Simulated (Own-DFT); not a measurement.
## Calculated data, GaP (zincblende, strained, atoms displaced)

Computed with Own-DFT development build. A calculation, not a measurement: plane-wave PBE density functional theory by an unreviewed code, no spin, of a simulated periodic cell, stress positive in tension, free energy of the whole cell less one offset for each atom, forces on such cells passed a denser k mesh, this cell's mesh not checked; offsets are fitted by least squares, one for each functional and potential file, so energies compare only between cells with the same atoms and settings and are not formation energies; the far tail of each file's local potential was reset to the Coulomb form; each entry is a single point on an unrelaxed cell, so the pressure reflects the starting lattice, mostly measured values (interpolated for alloys), from which strain is counted, and rises with the displacements; printed positions are rounded, which can move forces by about a meV/angstrom; the program, named Own-DFT, is a retired in-house code; no spin-orbit coupling.

Settings shared by all entries: functional PBE; potential files PseudoDojo norm-conserving, scalar-relativistic, standard set; wave cutoff 42 hartree; occupations Fermi-Dirac; smearing width 0.1 eV; hardware one NVIDIA H100; k mesh 3 x 3 x 3 centred on Gamma.

```json
{"entry": 1, "formula": "GaP", "kind": "zincblende, strained, atoms displaced", "structure": {"cell_angstrom": [[10.862, 0.0, 0.0], [0.0, 10.862, 0.0], [0.0, 0.0, 10.9361]], "atoms_fractional": [["Ga", 0.00064, 0.99967, 0.00095], ["Ga", 0.00434, 0.24929, 0.248], ["Ga", 0.24845, 0.99595, 0.24859], ["Ga", 0.25201, 0.2511, 0.00101], ["P", 0.12594, 0.13307, 0.1252], ["P", 0.12608, 0.37886, 0.36998], ["P", 0.37557, 0.12089, 0.37088], ["P", 0.37454, 0.37418, 0.12549], ["Ga", 0.00063, 0.99755, 0.50225], ["Ga", 0.99648, 0.25071, 0.7518], ["Ga", 0.25382, 0.00318, 0.74875], ["Ga", 0.24473, 0.24807, 0.49763], ["P", 0.12875, 0.13201, 0.61963], ["P", 0.12488, 0.37546, 0.87774], ["P", 0.37299, 0.12445, 0.87401], ["P", 0.3713, 0.37511, 0.62723], ["Ga", 0.00012, 0.498, 0.99813], ["Ga", 0.99865, 0.74709, 0.25309], ["Ga", 0.25292, 0.49865, 0.24643], ["Ga", 0.2511, 0.74972, 0.00329], ["P", 0.12616, 0.62743, 0.12525], ["P", 0.1206, 0.87788, 0.37655], ["P", 0.37905, 0.63008, 0.37529], ["P", 0.37672, 0.87624, 0.12685], ["Ga", 0.00387, 0.49992, 0.50112], ["Ga", 0.99794, 0.75011, 0.75299], ["Ga", 0.24565, 0.50261, 0.74513], ["Ga", 0.2498, 0.75354, 0.50243], ["P", 0.12703, 0.6243, 0.62471], ["P", 0.12988, 0.87236, 0.87401], ["P", 0.37507, 0.626, 0.87276], ["P", 0.37549, 0.87641, 0.62606], ["Ga", 0.49901, 0.99874, 0.999], ["Ga", 0.49548, 0.24938, 0.25137], ["Ga", 0.74841, 0.99822, 0.25333], ["Ga", 0.74842, 0.24943, 0.00216], ["P", 0.62607, 0.12429, 0.12346], ["P", 0.62435, 0.37415, 0.37035], ["P", 0.87562, 0.12349, 0.37661], ["P", 0.86957, 0.37776, 0.12729], ["Ga", 0.49783, 0.00684, 0.50124], ["Ga", 0.49676, 0.24917, 0.75291], ["Ga", 0.74778, 0.99688, 0.75101], ["Ga", 0.74777, 0.24669, 0.49933], ["P", 0.62509, 0.12312, 0.62464], ["P", 0.62717, 0.37759, 0.87819], ["P", 0.87238, 0.12305, 0.87526], ["P", 0.87588, 0.37295, 0.6202], ["Ga", 0.49844, 0.49692, 0.99579], ["Ga", 0.50066, 0.74901, 0.2466], ["Ga", 0.75148, 0.50024, 0.24739], ["Ga", 0.74597, 0.74934, 0.99857], ["P", 0.62536, 0.62783, 0.12366], ["P", 0.62939, 0.87074, 0.3762], ["P", 0.8792, 0.62883, 0.37793], ["P", 0.87439, 0.87376, 0.12722], ["Ga", 0.49872, 0.50016, 0.50343], ["Ga", 0.49936, 0.74986, 0.74978], ["Ga", 0.7498, 0.50049, 0.74717], ["Ga", 0.75092, 0.74995, 0.49622], ["P", 0.62144, 0.62546, 0.62837], ["P", 0.6273, 0.87834, 0.87395], ["P", 0.87369, 0.62396, 0.87259], ["P", 0.87665, 0.87004, 0.62161]]}, "results": {"free_energy_of_cell_above_offsets [eV]": "-35.156", "pressure [GPa]": 3.18, "stress_xx [GPa]": -3.34, "stress_yy [GPa]": -3.33, "stress_zz [GPa]": -2.86, "stress_yz [GPa]": 0.36, "stress_xz [GPa]": 0.44, "stress_xy [GPa]": -0.08, "force_element": ["Ga", "Ga", "Ga", "Ga", "P", "P", "P", "P", "Ga", "Ga", "Ga", "Ga", "P", "P", "P", "P", "Ga", "Ga", "Ga", "Ga", "P", "P", "P", "P", "Ga", "Ga", "Ga", "Ga", "P", "P", "P", "P", "Ga", "Ga", "Ga", "Ga", "P", "P", "P", "P", "Ga", "Ga", "Ga", "Ga", "P", "P", "P", "P", "Ga", "Ga", "Ga", "Ga", "P", "P", "P", "P", "Ga", "Ga", "Ga", "Ga", "P", "P", "P", "P"], "force_x [eV/angstrom]": [0.153, -0.939, -0.261, -0.06, 0.199, 0.005, -0.547, 0.327, -0.115, 0.302, -0.639, 1.005, -0.966, 0.122, 0.229, 0.121, -0.248, 0.295, 0.029, 0.251, -0.262, 0.531, -0.549, -0.133, -0.16, 0.346, 0.389, 0.016, -0.532, -0.341, -0.278, 0.171, 0.15, 0.54, 0.227, 0.18, -0.443, -0.079, 0.184, 0.979, 0.341, 0.484, 0.611, 0.071, -0.112, -0.072, 0.168, -0.243, 0.014, 0.288, -0.261, 0.594, -0.29, -1.052, -0.488, 0.038, 0.064, 0.074, 0.093, -0.149, 0.565, -0.673, -0.014, -0.247], "force_y [eV/angstrom]": [-0.088, 0.456, 0.395, 0.075, -1.234, -0.265, 0.382, 0.065, 0.608, -0.074, -0.163, 0.751, -1.1, -0.095, 0.09, -0.302, 0.345, 0.494, 0.715, 0.015, -0.415, -0.488, -0.507, -0.164, -0.002, -0.106, -0.333, -0.073, 0.598, 0.549, -0.193, 0.128, 0.272, -0.135, 0.147, 0.085, -0.1, 0.208, 0.099, -0.58, -0.956, 0.315, 0.185, 0.258, 0.383, -0.548, 0.086, 0.211, 0.52, 0.266, 0.638, 0.213, -0.659, 0.657, -1.046, -0.03, -0.17, 0.358, -0.218, -0.432, 0.068, -0.626, 0.005, 0.461], "force_z [eV/angstrom]": [0.01, 0.463, 0.025, -0.268, -0.299, 0.341, 0.348, -0.301, 0.127, -0.119, -0.244, -0.732, 1.136, -0.501, 0.509, -0.388, 0.414, -0.418, 0.357, -0.26, 0.038, -0.24, 0.035, -0.316, -0.232, -0.252, 0.782, -0.398, -0.095, 0.063, 0.216, -0.144, 0.039, -0.369, -0.249, -0.132, 0.419, 0.617, -0.232, -0.455, -0.268, -0.188, -0.606, -0.287, 0.445, -0.626, 0.002, 0.329, 0.458, 0.4, 0.63, -0.007, -0.139, -0.095, -0.119, -0.247, -0.356, 0.234, -0.056, 0.648, -0.577, 0.161, 0.354, 0.616], "wall_time [s]": 540.4}}
{"entry": 2, "formula": "GaP", "kind": "zincblende, strained, atoms displaced", "structure": {"cell_angstrom": [[10.862, 0.0, 0.0], [0.0, 10.862, 0.0], [0.0, 0.0, 10.9361]], "atoms_fractional": [["Ga", 0.00199, 0.00087, 0.99951], ["Ga", 0.00301, 0.25441, 0.24909], ["Ga", 0.24933, 0.99934, 0.2523], ["Ga", 0.25209, 0.2454, 0.99976], ["P", 0.12595, 0.12768, 0.12138], ["P", 0.12622, 0.37875, 0.37619], ["P", 0.37109, 0.13059, 0.37394], ["P", 0.37883, 0.37686, 0.12242], ["Ga", 0.99903, 0.99868, 0.4954], ["Ga", 0.99394, 0.25294, 0.74953], ["Ga", 0.25267, 0.99869, 0.75318], ["Ga", 0.25052, 0.25001, 0.50444], ["P", 0.12375, 0.12277, 0.6249], ["P", 0.12421, 0.36999, 0.88014], ["P", 0.37546, 0.12724, 0.87019], ["P", 0.37129, 0.38048, 0.62534], ["Ga", 0.00367, 0.5039, 0.00076], ["Ga", 0.99751, 0.7503, 0.25114], ["Ga", 0.24954, 0.50216, 0.2539], ["Ga", 0.24949, 0.75581, 0.99768], ["P", 0.1238, 0.62374, 0.12596], ["P", 0.12152, 0.87518, 0.3763], ["P", 0.3796, 0.62468, 0.37661], ["P", 0.37419, 0.8799, 0.1258], ["Ga", 0.00472, 0.4989, 0.49931], ["Ga", 0.99701, 0.75188, 0.7514], ["Ga", 0.2493, 0.50191, 0.74647], ["Ga", 0.24835, 0.75469, 0.49643], ["P", 0.12601, 0.62965, 0.62931], ["P", 0.12284, 0.87698, 0.87721], ["P", 0.3798, 0.62965, 0.87313], ["P", 0.37389, 0.87432, 0.63015], ["Ga", 0.50232, 0.99888, 0.00293], ["Ga", 0.50127, 0.25196, 0.24934], ["Ga", 0.75354, 0.00138, 0.24942], ["Ga", 0.75154, 0.24832, 0.99671], ["P", 0.62976, 0.12498, 0.12227], ["P", 0.6254, 0.3742, 0.37219], ["P", 0.87763, 0.12491, 0.37342], ["P", 0.87279, 0.37567, 0.12373], ["Ga", 0.50061, 0.00145, 0.4989], ["Ga", 0.50505, 0.24972, 0.74862], ["Ga", 0.75213, 0.00201, 0.75155], ["Ga", 0.74805, 0.24788, 0.49971], ["P", 0.6257, 0.12413, 0.62057], ["P", 0.62342, 0.37709, 0.87621], ["P", 0.87527, 0.12742, 0.87864], ["P", 0.87121, 0.37568, 0.62796], ["Ga", 0.50194, 0.50017, 0.99708], ["Ga", 0.49645, 0.75174, 0.25223], ["Ga", 0.75484, 0.49462, 0.24949], ["Ga", 0.74376, 0.7528, 0.00122], ["P", 0.62228, 0.62637, 0.12504], ["P", 0.62088, 0.87847, 0.37608], ["P", 0.87196, 0.62739, 0.37139], ["P", 0.87662, 0.87816, 0.12477], ["Ga", 0.50151, 0.49491, 0.49871], ["Ga", 0.49855, 0.74597, 0.75029], ["Ga", 0.74935, 0.49912, 0.74799], ["Ga", 0.75163, 0.74532, 0.49993], ["P", 0.62516, 0.62511, 0.62267], ["P", 0.62372, 0.87638, 0.87079], ["P", 0.87703, 0.62639, 0.88153], ["P", 0.87545, 0.87495, 0.6266]]}, "results": {"free_energy_of_cell_above_offsets [eV]": "-35.189", "pressure [GPa]": 3.16, "stress_xx [GPa]": -3.33, "stress_yy [GPa]": -3.32, "stress_zz [GPa]": -2.83, "stress_yz [GPa]": -0.22, "stress_xz [GPa]": 0.49, "stress_xy [GPa]": 0.13, "force_element": ["Ga", "Ga", "Ga", "Ga", "P", "P", "P", "P", "Ga", "Ga", "Ga", "Ga", "P", "P", "P", "P", "Ga", "Ga", "Ga", "Ga", "P", "P", "P", "P", "Ga", "Ga", "Ga", "Ga", "P", "P", "P", "P", "Ga", "Ga", "Ga", "Ga", "P", "P", "P", "P", "Ga", "Ga", "Ga", "Ga", "P", "P", "P", "P", "Ga", "Ga", "Ga", "Ga", "P", "P", "P", "P", "Ga", "Ga", "Ga", "Ga", "P", "P", "P", "P"], "force_x [eV/angstrom]": [-0.208, -0.165, -0.284, 0.371, -0.056, 0.177, 0.439, -0.577, -0.088, 0.653, -0.481, -0.323, -0.149, 0.147, 0.479, 0.71, -0.258, 0.163, 0.454, 0.133, 0.539, 0.276, -0.6, -0.06, -0.665, 0.109, -0.201, 0.399, -0.281, 0.105, -0.97, 0.224, -0.126, -0.045, -0.344, -0.335, -0.391, 0.232, -0.088, 0.601, -0.775, -0.432, -0.091, 0.382, 0.048, 0.489, 0.182, 0.31, -0.266, 0.28, -0.696, 0.434, 0.222, 0.772, 0.485, -0.178, 0.026, 0.544, -0.003, -0.339, -0.124, -0.029, -0.579, -0.176], "force_y [eV/angstrom]": [0.185, -0.14, 0.393, 0.504, -0.376, -0.621, -0.406, -0.063, 0.229, -0.337, 0.171, 0.138, 0.108, 0.634, -0.297, -0.74, -0.624, 0.046, -0.006, -0.513, 0.628, -0.086, 0.125, -0.443, 0.605, -0.152, 0.043, -0.426, -0.082, -0.023, -0.733, 0.091, 0.38, -0.305, -0.125, 0.518, 0.103, -0.082, 0.412, -0.201, 0.016, 0.299, 0.049, 0.237, -0.021, -0.347, -0.42, 0.019, 0.417, 0.065, 0.71, 0.016, -0.209, -0.402, -0.638, -0.322, 0.346, 0.553, 0.563, 0.774, -0.293, -0.075, 0.033, 0.097], "force_z [eV/angstrom]": [0.232, -0.097, -0.161, -0.022, 0.713, 0.014, 0.144, 0.224, 0.712, 0.123, -0.196, -0.102, 0.217, -0.68, 0.554, -0.001, 0.012, -0.402, -0.501, 0.371, 0.166, -0.539, 0.133, 0.065, 0.438, 0.269, 1.033, 0.525, -0.639, -0.457, 0.508, -0.774, -0.545, -0.389, 0.118, 0.312, 0.395, 0.294, 0.027, -0.315, 0.157, -0.222, -0.137, -0.237, 0.573, -0.36, -0.58, -0.876, 0.285, -0.328, -0.137, -0.007, 0.373, -0.208, 0.433, -0.113, 0.135, -0.492, 0.62, -0.022, 0.172, 0.212, -0.635, -0.384], "wall_time [s]": 517.2}}
{"entry": 3, "formula": "GaP", "kind": "zincblende, strained, atoms displaced", "structure": {"cell_angstrom": [[10.862, 0.0, 0.0], [0.0, 10.862, 0.0], [0.0, 0.0, 10.9361]], "atoms_fractional": [["Ga", 0.00153, 0.998, 0.00667], ["Ga", 0.00201, 0.25428, 0.25167], ["Ga", 0.25158, 0.00096, 0.25172], ["Ga", 0.25116, 0.247, 0.00217], ["P", 0.1204, 0.1258, 0.12405], ["P", 0.12672, 0.37509, 0.37289], ["P", 0.37107, 0.1229, 0.37899], ["P", 0.37389, 0.36949, 0.12857], ["Ga", 5e-05, 0.99789, 0.50145], ["Ga", 0.00062, 0.24985, 0.75428], ["Ga", 0.25234, 0.99875, 0.74738], ["Ga", 0.24686, 0.25206, 0.50158], ["P", 0.12757, 0.12377, 0.6252], ["P", 0.12623, 0.37533, 0.87753], ["P", 0.37861, 0.12306, 0.8744], ["P", 0.37627, 0.37546, 0.62537], ["Ga", 0.00513, 0.49971, 0.99698], ["Ga", 0.00562, 0.751, 0.25108], ["Ga", 0.2527, 0.49962, 0.25102], ["Ga", 0.25133, 0.75455, 0.99585], ["P", 0.12656, 0.62206, 0.12853], ["P", 0.12949, 0.87938, 0.37505], ["P", 0.37516, 0.62262, 0.37443], ["P", 0.37487, 0.87457, 0.12501], ["Ga", 0.99411, 0.49691, 0.49973], ["Ga", 0.9991, 0.7532, 0.75032], ["Ga", 0.24785, 0.5016, 0.74907], ["Ga", 0.25131, 0.74938, 0.49644], ["P", 0.12796, 0.62688, 0.62278], ["P", 0.12569, 0.87694, 0.87471], ["P", 0.37371, 0.62337, 0.87291], ["P", 0.37658, 0.87524, 0.62684], ["Ga", 0.50284, 0.00688, 0.99628], ["Ga", 0.50087, 0.2473, 0.24753], ["Ga", 0.7491, 0.00049, 0.25537], ["Ga", 0.74936, 0.25101, 0.99469], ["P", 0.62532, 0.12251, 0.12565], ["P", 0.62431, 0.37349, 0.37642], ["P", 0.87177, 0.12184, 0.37328], ["P", 0.86725, 0.3723, 0.12366], ["Ga", 0.49177, 0.00411, 0.50121], ["Ga", 0.5061, 0.24832, 0.74605], ["Ga", 0.75055, 0.00181, 0.74388], ["Ga", 0.75353, 0.25073, 0.4998], ["P", 0.62141, 0.12701, 0.62238], ["P", 0.62564, 0.37372, 0.87189], ["P", 0.87145, 0.12595, 0.87881], ["P", 0.87384, 0.37264, 0.62897], ["Ga", 0.50334, 0.50059, 0.0015], ["Ga", 0.49747, 0.74789, 0.24922], ["Ga", 0.75062, 0.498, 0.24805], ["Ga", 0.74951, 0.75043, 0.00091], ["P", 0.62505, 0.62372, 0.1212], ["P", 0.61773, 0.87623, 0.37565], ["P", 0.87824, 0.62081, 0.37651], ["P", 0.87812, 0.87163, 0.12353], ["Ga", 0.50538, 0.50254, 0.49926], ["Ga", 0.50565, 0.7477, 0.74952], ["Ga", 0.74964, 0.49942, 0.75255], ["Ga", 0.75601, 0.75211, 0.50037], ["P", 0.62808, 0.6265, 0.62167], ["P", 0.62614, 0.87428, 0.87946], ["P", 0.87579, 0.62579, 0.87801], ["P", 0.87158, 0.87535, 0.62595]]}, "results": {"free_energy_of_cell_above_offsets [eV]": "-35.175", "pressure [GPa]": 3.16, "stress_xx [GPa]": -3.3, "stress_yy [GPa]": -3.37, "stress_zz [GPa]": -2.83, "stress_yz [GPa]": -0.44, "stress_xz [GPa]": -0.4, "stress_xy [GPa]": 0.17, "force_element": ["Ga", "Ga", "Ga", "Ga", "P", "P", "P", "P", "Ga", "Ga", "Ga", "Ga", "P", "P", "P", "P", "Ga", "Ga", "Ga", "Ga", "P", "P", "P", "P", "Ga", "Ga", "Ga", "Ga", "P", "P", "P", "P", "Ga", "Ga", "Ga", "Ga", "P", "P", "P", "P", "Ga", "Ga", "Ga", "Ga", "P", "P", "P", "P", "Ga", "Ga", "Ga", "Ga", "P", "P", "P", "P", "Ga", "Ga", "Ga", "Ga", "P", "P", "P", "P"], "force_x [eV/angstrom]": [-0.302, -0.663, -0.073, -0.016, 0.641, -0.253, 0.084, 0.287, -0.063, 0.049, -0.03, 0.319, -0.527, 0.331, -0.433, 0.024, -0.685, -0.214, -0.063, -0.061, 0.25, -0.476, 0.232, 0.17, 0.827, 0.155, 0.194, 0.184, -0.753, -0.231, 0.375, 0.017, -0.166, -0.081, -0.234, -0.458, 0.375, 0.199, 0.872, 1.14, 0.555, -0.828, -0.494, -0.329, 0.667, -0.307, 0.636, 0.206, -0.7, 0.165, -0.309, 0.211, 0.155, 0.537, -0.401, -0.485, -0.5, -0.341, 0.132, -0.672, 0.295, 0.101, 0.06, 0.708], "force_y [eV/angstrom]": [0.109, -0.368, 0.146, -0.05, 0.045, 0.248, 0.831, 0.588, 0.228, -0.278, 0.082, -0.004, 0.187, -0.276, 0.572, 0.128, -0.005, -0.174, -0.152, -0.588, 0.37, -0.456, 0.097, 0.43, -0.101, -0.366, -0.257, 0.229, -0.126, 0.225, 0.142, -0.539, -0.901, -0.209, -0.695, -0.186, 0.358, 0.014, 0.541, 0.263, -0.467, 0.331, 0.141, -0.152, -0.419, 0.218, -0.651, 0.082, -0.503, 0.02, 0.198, -0.077, 0.262, -0.198, 0.693, 0.13, -0.306, 0.166, 0.35, -0.188, -0.085, 0.303, -0.046, 0.096], "force_z [eV/angstrom]": [-0.817, -0.312, -0.586, -0.276, 0.531, 0.497, -0.575, -0.43, -0.096, -0.061, 0.357, -0.029, 0.21, -0.345, -0.412, -0.069, 0.757, 0.151, -0.161, 0.442, -0.595, 0.148, 0.131, -0.258, 0.418, 0.004, -0.037, 0.271, -0.023, -0.095, 0.222, -0.153, 0.6, 0.622, -0.724, 0.595, -0.152, -0.324, 0.467, -0.149, 0.105, 0.41, 0.805, -0.025, -0.367, 0.285, -0.5, -0.078, -0.348, -0.17, 0.276, 0.01, 0.749, 0.249, -0.558, 0.787, 0.1, 0.203, -0.202, -0.625, 0.346, -0.747, -0.373, -0.078], "wall_time [s]": 511.7}}
{"entry": 4, "formula": "GaP", "kind": "zincblende, strained, atoms displaced", "structure": {"cell_angstrom": [[10.862, 0.0, 0.0], [0.0, 10.862, 0.0], [0.0, 0.0, 10.9361]], "atoms_fractional": [["Ga", 0.00072, 0.00838, 0.99831], ["Ga", 0.00634, 0.24455, 0.248], ["Ga", 0.24717, 0.00034, 0.25211], ["Ga", 0.25118, 0.25423, 0.99731], ["P", 0.1214, 0.12618, 0.12455], ["P", 0.11845, 0.37789, 0.38094], ["P", 0.36941, 0.12249, 0.37753], ["P", 0.37796, 0.37383, 0.12654], ["Ga", 0.00105, 0.99727, 0.50145], ["Ga", 0.99784, 0.252, 0.75226], ["Ga", 0.24497, 3e-05, 0.74441], ["Ga", 0.2498, 0.25667, 0.50114], ["P", 0.129, 0.1232, 0.62196], ["P", 0.12509, 0.37461, 0.87476], ["P", 0.37914, 0.12518, 0.87578], ["P", 0.37605, 0.37448, 0.62147], ["Ga", 0.00311, 0.5016, 0.00149], ["Ga", 0.99936, 0.75059, 0.24993], ["Ga", 0.24965, 0.50342, 0.25005], ["Ga", 0.24766, 0.74844, 0.99974], ["P", 0.12503, 0.62893, 0.1213], ["P", 0.12342, 0.87006, 0.36937], ["P", 0.37642, 0.62048, 0.37558], ["P", 0.37454, 0.87176, 0.12654], ["Ga", 0.00119, 0.49824, 0.49677], ["Ga", 0.00218, 0.75314, 0.7515], ["Ga", 0.25147, 0.50199, 0.74444], ["Ga", 0.24425, 0.74469, 0.49913], ["P", 0.12914, 0.63002, 0.62357], ["P", 0.12326, 0.87442, 0.874], ["P", 0.3764, 0.62767, 0.87757], ["P", 0.37529, 0.87442, 0.62662], ["Ga", 0.49426, 0.00094, 0.00095], ["Ga", 0.49964, 0.25251, 0.24874], ["Ga", 0.75214, 0.99977, 0.25453], ["Ga", 0.75099, 0.24921, 0.00361], ["P", 0.62493, 0.12175, 0.12597], ["P", 0.62279, 0.37616, 0.37565], ["P", 0.87416, 0.12639, 0.37372], ["P", 0.87941, 0.37501, 0.12567], ["Ga", 0.49489, 0.99774, 0.49675], ["Ga", 0.5017, 0.24719, 0.74803], ["Ga", 0.75487, 0.9992, 0.75065], ["Ga", 0.75084, 0.25173, 0.4997], ["P", 0.62372, 0.11969, 0.62301], ["P", 0.62571, 0.37788, 0.86975], ["P", 0.8736, 0.12479, 0.87567], ["P", 0.87219, 0.37188, 0.62296], ["Ga", 0.49758, 0.50295, 0.00326], ["Ga", 0.50195, 0.74952, 0.25016], ["Ga", 0.74971, 0.50317, 0.24672], ["Ga", 0.74726, 0.75213, 0.00178], ["P", 0.62755, 0.62702, 0.12423], ["P", 0.62992, 0.87508, 0.3763], ["P", 0.88382, 0.6235, 0.3739], ["P", 0.87336, 0.87904, 0.12578], ["Ga", 0.49913, 0.4986, 0.49891], ["Ga", 0.50017, 0.75179, 0.74909], ["Ga", 0.75587, 0.49403, 0.74677], ["Ga", 0.74874, 0.7513, 0.50254], ["P", 0.62748, 0.62651, 0.62458], ["P", 0.62229, 0.87905, 0.8771], ["P", 0.87612, 0.62482, 0.87574], ["P", 0.87651, 0.87268, 0.62787]]}, "results": {"free_energy_of_cell_above_offsets [eV]": "-34.965", "pressure [GPa]": 3.23, "stress_xx [GPa]": -3.37, "stress_yy [GPa]": -3.39, "stress_zz [GPa]": -2.92, "stress_yz [GPa]": 0.15, "stress_xz [GPa]": -0.18, "stress_xy [GPa]": 0.07, "force_element": ["Ga", "Ga", "Ga", "Ga", "P", "P", "P", "P", "Ga", "Ga", "Ga", "Ga", "P", "P", "P", "P", "Ga", "Ga", "Ga", "Ga", "P", "P", "P", "P", "Ga", "Ga", "Ga", "Ga", "P", "P", "P", "P", "Ga", "Ga", "Ga", "Ga", "P", "P", "P", "P", "Ga", "Ga", "Ga", "Ga", "P", "P", "P", "P", "Ga", "Ga", "Ga", "Ga", "P", "P", "P", "P", "Ga", "Ga", "Ga", "Ga", "P", "P", "P", "P"], "force_x [eV/angstrom]": [-0.231, -0.847, 0.084, 0.17, 1.311, 1.154, 0.308, -0.688, -0.113, 0.253, 0.741, -0.183, -0.798, 0.111, -0.99, 0.197, -0.267, -0.214, -0.251, 0.326, -0.056, 0.164, -0.119, -0.269, -0.416, -0.242, 0.153, 1.134, -1.147, 0.308, -0.223, -0.466, 0.42, 0.149, -0.198, -0.305, -0.097, 0.463, 0.475, -0.178, 0.385, 0.121, -0.613, -0.58, 0.306, -0.16, 0.016, 0.903, 0.477, 0.043, 0.363, 0.354, -0.386, -0.697, -1.271, 0.369, 0.377, 0.263, -0.421, 0.612, -0.256, 0.25, -0.07, -0.008], "force_y [eV/angstrom]": [-0.975, 0.824, -0.205, -0.474, -0.138, -0.712, 0.728, 0.392, 0.06, -0.475, -0.145, -0.52, 0.741, 0.503, 0.06, 0.059, -0.114, 0.007, -0.398, 0.468, -0.402, 0.493, 0.697, 0.334, 0.583, -0.601, -0.085, 0.862, -0.947, 0.598, -0.265, -0.257, -0.212, -0.785, 0.148, 0.31, 0.216, 0.011, -0.054, -0.075, -0.127, 0.173, -0.063, -0.521, 0.258, -0.315, 0.41, 0.228, -0.245, -0.016, -0.356, 0.221, -0.145, -0.063, 0.28, -0.201, 0.266, -0.081, 0.895, -0.349, -0.505, -0.227, 0.044, 0.182], "force_z [eV/angstrom]": [0.02, 0.651, -0.417, 0.216, -0.348, -1.306, -0.407, -0.131, -0.386, -0.344, 0.797, -0.286, 0.088, -0.345, -0.412, 0.632, -0.25, -0.668, -0.074, -0.237, 0.637, 0.78, -0.081, 0.015, 1.205, -0.009, 0.568, -0.546, 0.482, 0.412, -0.467, -0.526, 0.296, 0.41, -0.389, -0.283, 0.172, -0.277, 0.389, 0.117, 0.218, -0.021, -0.011, -0.205, -0.107, 0.768, -0.145, -0.111, -0.409, 0.282, 0.455, -0.419, 0.084, -0.069, 0.14, -0.224, 0.284, 0.249, 0.321, -0.316, 0.182, -0.222, -0.122, -0.299], "wall_time [s]": 509.2}}
```
